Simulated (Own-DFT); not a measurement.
Si₃Ge (diamond-structure random alloy, atoms displaced) (calculated)

Computed with Own-DFT development build. A calculation, not a measurement: plane-wave density functional theory by an unreviewed code, no spin, of a simulated periodic cell, stress positive in tension, run twice, with PBE and with PBEsol, both on files made for PBE, so the change isn't that of files made for PBEsol, forces on such cells passed a denser k mesh, this cell's mesh not checked; the far tail of each file's local potential was reset to the Coulomb form; each entry is a single point on an unrelaxed cell, so the pressure reflects the starting lattice, mostly measured values (interpolated for alloys), from which strain is counted, and rises with the displacements; printed positions are rounded, which can move forces by about a meV/angstrom; the program, named Own-DFT, is a retired in-house code; no spin-orbit coupling; stress was not checked against mesh or cutoff.

Settings shared by all entries: functional PBE, then PBEsol; potential files PseudoDojo norm-conserving, scalar-relativistic, standard set; wave cutoff 42 hartree; occupations Fermi-Dirac; smearing width 0.1 eV; k mesh 3 x 3 x 3 centred on Gamma.

```yaml
- entry: 1
  formula: Si3Ge
  kind: "diamond-structure random alloy, atoms displaced"
  structure:
    cell_angstrom: [[10.9755, 0.0, 0.0], [0.0, 10.9755, 0.0], [0.0, 0.0, 10.9755]]
    atoms_fractional:
      - [Si, 0.99656, 0.01068, 0.99622]
      - [Si, 0.99667, 0.24547, 0.24318]
      - [Ge, 0.25765, 0.99582, 0.23915]
      - [Si, 0.25078, 0.24681, 0.99408]
      - [Si, 0.13364, 0.1282, 0.13283]
      - [Si, 0.13196, 0.37901, 0.38053]
      - [Si, 0.37496, 0.13596, 0.37966]
      - [Si, 0.37954, 0.38124, 0.12039]
      - [Ge, 0.99772, 0.99941, 0.49832]
      - [Si, 0.00298, 0.25186, 0.75375]
      - [Si, 0.2474, 0.99806, 0.74522]
      - [Si, 0.23866, 0.24844, 0.50391]
      - [Ge, 0.12473, 0.12169, 0.61963]
      - [Si, 0.12046, 0.36559, 0.87198]
      - [Si, 0.37628, 0.12189, 0.86942]
      - [Ge, 0.38465, 0.37853, 0.62892]
      - [Ge, 0.99913, 0.49714, 0.00399]
      - [Si, 0.99369, 0.75356, 0.25532]
      - [Ge, 0.24855, 0.50051, 0.25695]
      - [Si, 0.25178, 0.75819, 0.99674]
      - [Si, 0.12271, 0.62856, 0.12282]
      - [Si, 0.1389, 0.87212, 0.36782]
      - [Si, 0.37545, 0.62363, 0.38631]
      - [Ge, 0.36297, 0.87333, 0.12531]
      - [Ge, 0.00396, 0.49261, 0.50584]
      - [Si, 0.00122, 0.75428, 0.73877]
      - [Si, 0.25314, 0.50151, 0.74564]
      - [Si, 0.24323, 0.74275, 0.49837]
      - [Si, 0.12981, 0.62985, 0.6304]
      - [Si, 0.11921, 0.87909, 0.88583]
      - [Si, 0.36971, 0.61866, 0.87288]
      - [Si, 0.38242, 0.86132, 0.61645]
      - [Si, 0.49852, 0.98903, 0.99474]
      - [Si, 0.49749, 0.25471, 0.25087]
      - [Ge, 0.75546, 0.99339, 0.24772]
      - [Si, 0.74378, 0.2468, 0.0022]
      - [Si, 0.6211, 0.12767, 0.13447]
      - [Ge, 0.63066, 0.36879, 0.37439]
      - [Si, 0.87909, 0.13177, 0.37575]
      - [Si, 0.87293, 0.37905, 0.11945]
      - [Si, 0.50437, 0.0007, 0.50178]
      - [Si, 0.50267, 0.24936, 0.73993]
      - [Ge, 0.75639, 0.01169, 0.74873]
      - [Si, 0.74709, 0.24646, 0.49708]
      - [Si, 0.6247, 0.11427, 0.62524]
      - [Ge, 0.62773, 0.37493, 0.87135]
      - [Si, 0.8733, 0.12169, 0.87749]
      - [Si, 0.87295, 0.37849, 0.62916]
      - [Si, 0.49055, 0.50446, 0.00701]
      - [Si, 0.50588, 0.7533, 0.25083]
      - [Ge, 0.74937, 0.50676, 0.25665]
      - [Si, 0.75495, 0.75618, 0.00487]
      - [Ge, 0.61672, 0.62977, 0.13104]
      - [Si, 0.62648, 0.86843, 0.37322]
      - [Si, 0.88419, 0.62256, 0.37621]
      - [Ge, 0.8781, 0.86554, 0.1289]
      - [Si, 0.4951, 0.50562, 0.49518]
      - [Si, 0.50482, 0.75055, 0.74481]
      - [Si, 0.75, 0.50759, 0.74818]
      - [Ge, 0.75823, 0.75396, 0.48777]
      - [Si, 0.62317, 0.62375, 0.61829]
      - [Si, 0.6253, 0.87342, 0.86839]
      - [Si, 0.88792, 0.62777, 0.86807]
      - [Si, 0.87644, 0.87219, 0.62355]
  results:
    "PBE_pressure [GPa]": 2.99
    "PBE_stress_xx [GPa]": -2.98
    "PBE_stress_yy [GPa]": -2.99
    "PBE_stress_zz [GPa]": -3.0
    "PBE_stress_yz [GPa]": 0.42
    "PBE_stress_xz [GPa]": -0.68
    "PBE_stress_xy [GPa]": 0.66
    "PBEsol_pressure [GPa]": 1.19
    "PBEsol_stress_xx [GPa]": -1.19
    "PBEsol_stress_yy [GPa]": -1.19
    "PBEsol_stress_zz [GPa]": -1.2
    "PBEsol_stress_yz [GPa]": 0.43
    "PBEsol_stress_xz [GPa]": -0.69
    "PBEsol_stress_xy [GPa]": 0.66
    force_element: [Si, Si, Ge, Si, Si, Si, Si, Si, Ge, Si, Si, Si, Ge, Si, Si, Ge, Ge, Si, Ge, Si, Si, Si, Si, Ge, Ge, Si, Si, Si, Si, Si, Si, Si, Si, Si, Ge, Si, Si, Ge, Si, Si, Si, Si, Ge, Si, Si, Ge, Si, Si, Si, Si, Ge, Si, Ge, Si, Si, Ge, Si, Si, Si, Ge, Si, Si, Si, Si]
    "PBE_force_x [eV/angstrom]": [0.917, 0.645, -1.014, 0.512, -1.088, -1.311, -0.003, -1.469, 0.405, -1.375, 0.779, 1.885, -0.523, 1.329, 0.152, -1.318, 0.799, 2.188, 0.69, -1.085, 0.273, -1.571, -0.294, 3.494, 0.107, 0.647, -0.923, 0.999, -0.467, 0.133, 0.647, -1.163, 0.168, -0.274, -0.752, 0.518, -0.154, -1.176, -0.604, -0.851, -0.734, 0.418, -0.362, 0.787, 0.04, -0.624, 0.282, -0.52, 1.246, -2.224, 0.647, -0.877, 1.156, -0.352, 0.1, 0.566, 1.582, -0.308, 0.295, -0.444, 0.531, 0.733, -1.347, -0.464]
    "PBE_force_y [eV/angstrom]": [-0.917, 1.454, 2.374, 0.295, 0.117, -1.519, -0.92, -1.428, -0.726, -0.958, -0.935, 0.947, 0.081, 1.516, -0.085, -0.163, 0.363, -1.059, 0.637, -1.972, 0.562, 0.11, 1.153, -1.433, 1.011, 0.121, -0.692, 0.63, -0.739, 0.186, 1.419, 1.345, 1.282, -0.066, 1.257, 0.017, -0.971, 0.927, -0.647, -1.103, -0.822, -1.002, -2.142, -0.337, 1.739, 0.374, 2.06, -1.058, 0.233, 0.113, -0.497, -1.415, -0.337, 1.669, -0.099, 1.749, -1.219, -1.112, 0.11, -1.005, 0.377, 0.13, 0.275, 0.743]
    "PBE_force_z [eV/angstrom]": [1.7, 0.677, 2.924, 0.466, -1.582, -0.789, -0.052, 0.852, -0.914, -0.923, 0.449, -0.438, 1.423, 0.598, -0.138, -1.261, -1.162, 0.161, -1.085, -0.558, 0.562, 0.472, -1.866, -1.246, 0.114, 1.675, 0.858, 0.065, -0.372, -1.773, 0.222, 0.276, 0.414, -0.342, 0.895, 0.215, -1.119, 0.267, -0.413, 0.917, -0.978, 1.346, -0.04, 1.402, -0.661, 0.348, 0.217, 0.167, -1.522, 1.006, -0.779, -1.792, -1.357, -0.001, 0.192, -1.148, 0.655, 0.493, 0.018, 1.328, 0.024, 0.593, 0.453, -0.134]
    "PBEsol_force_x [eV/angstrom]": [0.875, 0.632, -0.936, 0.506, -1.005, -1.299, -0.032, -1.505, 0.437, -1.336, 0.716, 1.832, -0.559, 1.288, 0.161, -1.282, 0.778, 2.096, 0.674, -1.003, 0.265, -1.526, -0.338, 3.355, 0.104, 0.648, -0.873, 0.963, -0.502, 0.119, 0.649, -1.151, 0.122, -0.229, -0.685, 0.465, -0.112, -1.112, -0.586, -0.829, -0.735, 0.403, -0.352, 0.718, 0.107, -0.612, 0.21, -0.466, 1.332, -2.199, 0.551, -0.846, 1.172, -0.238, 0.044, 0.502, 1.571, -0.307, 0.243, -0.429, 0.563, 0.778, -1.279, -0.516]
    "PBEsol_force_y [eV/angstrom]": [-0.928, 1.446, 2.246, 0.29, 0.052, -1.395, -0.94, -1.392, -0.662, -1.007, -0.887, 0.905, 0.035, 1.555, -0.079, -0.158, 0.358, -0.975, 0.626, -1.894, 0.477, 0.197, 1.119, -1.333, 0.993, 0.131, -0.752, 0.622, -0.781, 0.178, 1.408, 1.317, 1.225, -0.006, 1.175, 0.058, -1.012, 0.952, -0.728, -0.993, -0.811, -0.888, -2.09, -0.281, 1.668, 0.36, 1.994, -1.01, 0.263, 0.085, -0.49, -1.384, -0.367, 1.641, -0.154, 1.753, -1.311, -1.104, 0.075, -0.978, 0.407, 0.164, 0.228, 0.786]
    "PBEsol_force_z [eV/angstrom]": [1.735, 0.662, 2.787, 0.46, -1.509, -0.793, -0.075, 0.895, -0.851, -0.973, 0.383, -0.332, 1.352, 0.643, -0.137, -1.229, -1.138, 0.106, -1.056, -0.496, 0.548, 0.439, -1.905, -1.149, 0.107, 1.649, 0.788, 0.06, -0.399, -1.74, 0.22, 0.258, 0.462, -0.288, 0.835, 0.162, -1.058, 0.219, -0.393, 0.894, -0.983, 1.319, -0.044, 1.34, -0.586, 0.335, 0.145, 0.116, -1.502, 0.89, -0.757, -1.673, -1.283, 0.018, 0.247, -1.07, 0.656, 0.498, 0.069, 1.286, -0.022, 0.542, 0.507, -0.19]
    "rms_change_of_force_components_from_PBE_to_PBEsol [eV/angstrom]": 0.053
- entry: 2
  formula: Si3Ge
  kind: "diamond-structure random alloy, atoms displaced"
  structure:
    cell_angstrom: [[10.9755, 0.0, 0.0], [0.0, 10.9755, 0.0], [0.0, 0.0, 10.9755]]
    atoms_fractional:
      - [Ge, 0.00894, 0.99672, 0.99856]
      - [Ge, 0.00178, 0.24874, 0.24985]
      - [Si, 0.24926, 0.99171, 0.24946]
      - [Si, 0.25478, 0.2446, 0.99739]
      - [Ge, 0.11385, 0.13878, 0.11958]
      - [Si, 0.12602, 0.36795, 0.36719]
      - [Si, 0.37366, 0.12431, 0.38221]
      - [Si, 0.37857, 0.37325, 0.12094]
      - [Ge, 0.00802, 0.00282, 0.50871]
      - [Si, 0.98262, 0.24461, 0.75408]
      - [Si, 0.25399, 0.00466, 0.75198]
      - [Si, 0.2468, 0.24496, 0.50261]
      - [Si, 0.13192, 0.12502, 0.62424]
      - [Si, 0.12694, 0.37764, 0.879]
      - [Si, 0.38475, 0.12232, 0.87982]
      - [Si, 0.37571, 0.37854, 0.61312]
      - [Si, 0.00159, 0.51745, 0.99955]
      - [Si, 0.00193, 0.75379, 0.24959]
      - [Si, 0.25082, 0.50379, 0.24951]
      - [Si, 0.23813, 0.75156, 0.00589]
      - [Si, 0.13366, 0.6236, 0.1262]
      - [Si, 0.1287, 0.87439, 0.38522]
      - [Si, 0.36357, 0.62366, 0.37138]
      - [Si, 0.37577, 0.87194, 0.13253]
      - [Ge, 0.9995, 0.50239, 0.50118]
      - [Si, 0.0006, 0.74583, 0.75211]
      - [Si, 0.25314, 0.50422, 0.74338]
      - [Si, 0.24762, 0.73683, 0.49323]
      - [Si, 0.12719, 0.61789, 0.61947]
      - [Si, 0.12058, 0.86966, 0.8694]
      - [Si, 0.3736, 0.62341, 0.87629]
      - [Si, 0.36503, 0.87073, 0.61792]
      - [Si, 0.5018, 0.99223, 0.00907]
      - [Si, 0.49851, 0.25055, 0.24645]
      - [Si, 0.75248, 0.98603, 0.25736]
      - [Si, 0.75684, 0.24336, 0.99566]
      - [Ge, 0.62081, 0.12403, 0.1267]
      - [Si, 0.62201, 0.37463, 0.37788]
      - [Si, 0.87542, 0.12819, 0.38226]
      - [Ge, 0.88097, 0.38224, 0.12559]
      - [Si, 0.50207, 0.0015, 0.50439]
      - [Ge, 0.49326, 0.25754, 0.74509]
      - [Ge, 0.75485, 0.00343, 0.75888]
      - [Si, 0.74897, 0.24287, 0.49908]
      - [Si, 0.62196, 0.12, 0.62437]
      - [Si, 0.62381, 0.37766, 0.88146]
      - [Ge, 0.87632, 0.12068, 0.87587]
      - [Si, 0.88338, 0.37875, 0.62544]
      - [Si, 0.49902, 0.49684, 0.99471]
      - [Si, 0.5007, 0.73736, 0.25448]
      - [Si, 0.75406, 0.49039, 0.25355]
      - [Si, 0.7463, 0.74336, 0.99506]
      - [Ge, 0.61454, 0.62622, 0.12693]
      - [Si, 0.62437, 0.88181, 0.38403]
      - [Si, 0.86947, 0.62052, 0.39495]
      - [Si, 0.87909, 0.86822, 0.12754]
      - [Ge, 0.5099, 0.49321, 0.50409]
      - [Ge, 0.50177, 0.76466, 0.75743]
      - [Si, 0.74407, 0.50837, 0.73967]
      - [Ge, 0.7415, 0.75054, 0.50909]
      - [Ge, 0.62593, 0.62984, 0.61636]
      - [Si, 0.62508, 0.87425, 0.86369]
      - [Si, 0.87355, 0.6219, 0.87998]
      - [Ge, 0.86987, 0.86879, 0.61963]
  results:
    "PBE_pressure [GPa]": 3.21
    "PBE_stress_xx [GPa]": -3.3
    "PBE_stress_yy [GPa]": -3.2
    "PBE_stress_zz [GPa]": -3.14
    "PBE_stress_yz [GPa]": -0.48
    "PBE_stress_xz [GPa]": 0.28
    "PBE_stress_xy [GPa]": -0.49
    "PBEsol_pressure [GPa]": 1.41
    "PBEsol_stress_xx [GPa]": -1.5
    "PBEsol_stress_yy [GPa]": -1.38
    "PBEsol_stress_zz [GPa]": -1.34
    "PBEsol_stress_yz [GPa]": -0.45
    "PBEsol_stress_xz [GPa]": 0.28
    "PBEsol_stress_xy [GPa]": -0.45
    force_element: [Ge, Ge, Si, Si, Ge, Si, Si, Si, Ge, Si, Si, Si, Si, Si, Si, Si, Si, Si, Si, Si, Si, Si, Si, Si, Ge, Si, Si, Si, Si, Si, Si, Si, Si, Si, Si, Si, Ge, Si, Si, Ge, Si, Ge, Ge, Si, Si, Si, Ge, Si, Si, Si, Si, Si, Ge, Si, Si, Si, Ge, Ge, Si, Ge, Ge, Si, Si, Ge]
    "PBE_force_x [eV/angstrom]": [-1.022, -1.665, -0.269, -0.034, 2.532, 0.724, 0.16, -0.588, -0.766, 2.961, -0.112, 0.483, -0.841, -0.426, -0.432, -1.355, 0.933, 0.323, -0.012, 1.801, -1.535, -0.268, 2.083, -0.06, 1.079, -0.406, 0.038, -0.358, -0.025, 1.198, -0.309, 0.535, -0.094, -0.486, 0.505, -1.039, 1.405, 1.117, 0.094, -0.154, -1.196, 0.796, -1.287, -0.237, 0.654, 1.065, 0.434, -2.003, -0.561, -0.933, -0.912, 0.025, 1.745, -0.641, -0.288, -0.911, -1.563, -2.286, 1.127, 0.887, -1.97, 1.413, -0.552, 1.481]
    "PBE_force_y [eV/angstrom]": [-0.623, 0.527, 1.311, 0.958, -1.987, 1.076, -0.302, 0.229, -0.272, 1.351, -0.741, 1.081, 0.628, -0.127, -0.4, -0.391, -1.722, -1.218, -1.792, 0.337, 0.513, -0.277, -0.715, -0.774, -1.428, -0.6, -0.845, 1.232, 1.056, 0.455, 0.732, 0.464, -0.286, 0.23, 1.442, 1.325, -0.416, -1.406, -1.244, -0.482, -0.392, -0.502, -0.851, 1.233, 0.783, -0.395, -0.033, -0.797, 0.337, 2.249, 1.434, 1.066, -1.408, -1.296, 0.966, 0.21, 1.087, -2.374, -1.438, 0.943, -0.475, 1.277, 0.472, 1.004]
    "PBE_force_z [eV/angstrom]": [0.287, 1.091, 0.624, -0.127, -0.122, 1.066, -1.182, 0.189, -0.867, -0.966, 0.052, -0.848, 2.02, -0.659, -0.142, 1.074, 0.34, 1.374, -0.541, -0.887, 0.664, -1.361, 0.319, -0.423, -0.489, -0.681, 0.41, 1.021, 1.17, -0.129, 0.127, 0.34, -1.155, 1.277, -0.445, 0.942, 0.27, -1.241, -0.894, -1.058, -0.131, 0.499, -2.013, 0.749, 0.716, -1.362, 1.24, 0.286, 0.592, 1.135, 0.808, 0.488, -0.614, -0.878, -2.895, -0.776, -1.262, -2.041, 1.534, -2.79, 2.718, 3.257, -1.558, 1.858]
    "PBEsol_force_x [eV/angstrom]": [-1.006, -1.612, -0.313, -0.086, 2.373, 0.63, 0.158, -0.589, -0.789, 2.87, -0.101, 0.471, -0.897, -0.426, -0.362, -1.234, 0.896, 0.33, -0.012, 1.777, -1.515, -0.316, 2.101, -0.051, 1.054, -0.452, 0.048, -0.357, -0.095, 1.145, -0.271, 0.552, -0.033, -0.432, 0.483, -0.973, 1.37, 1.045, 0.185, -0.109, -1.192, 0.774, -1.173, -0.239, 0.658, 1.032, 0.411, -1.932, -0.515, -0.847, -0.873, -0.032, 1.703, -0.599, -0.282, -0.869, -1.472, -2.212, 1.052, 0.856, -1.925, 1.392, -0.565, 1.392]
    "PBEsol_force_y [eV/angstrom]": [-0.513, 0.503, 1.334, 0.897, -1.932, 1.048, -0.296, 0.23, -0.304, 1.256, -0.729, 1.076, 0.567, -0.128, -0.352, -0.372, -1.742, -1.213, -1.79, 0.354, 0.495, -0.217, -0.743, -0.781, -1.397, -0.568, -0.842, 1.21, 0.995, 0.514, 0.776, 0.418, -0.242, 0.172, 1.458, 1.246, -0.402, -1.332, -1.237, -0.519, -0.398, -0.489, -0.816, 1.233, 0.779, -0.436, -0.133, -0.721, 0.387, 2.162, 1.401, 1.023, -1.376, -1.334, 0.953, 0.253, 1.119, -2.35, -1.365, 0.91, -0.419, 1.257, 0.457, 1.003]
    "PBEsol_force_z [eV/angstrom]": [0.287, 0.962, 0.583, -0.085, -0.107, 1.029, -1.174, 0.186, -0.821, -0.888, 0.066, -0.841, 1.961, -0.642, -0.184, 1.048, 0.38, 1.369, -0.534, -0.884, 0.676, -1.284, 0.347, -0.418, -0.474, -0.723, 0.406, 1.016, 1.1, -0.089, 0.095, 0.365, -1.095, 1.216, -0.476, 0.956, 0.262, -1.165, -0.899, -0.999, -0.114, 0.488, -1.95, 0.756, 0.806, -1.387, 1.199, 0.215, 0.633, 1.076, 0.712, 0.526, -0.607, -0.818, -2.755, -0.834, -1.185, -2.037, 1.446, -2.615, 2.584, 3.107, -1.552, 1.776]
    "rms_change_of_force_components_from_PBE_to_PBEsol [eV/angstrom]": 0.053
```
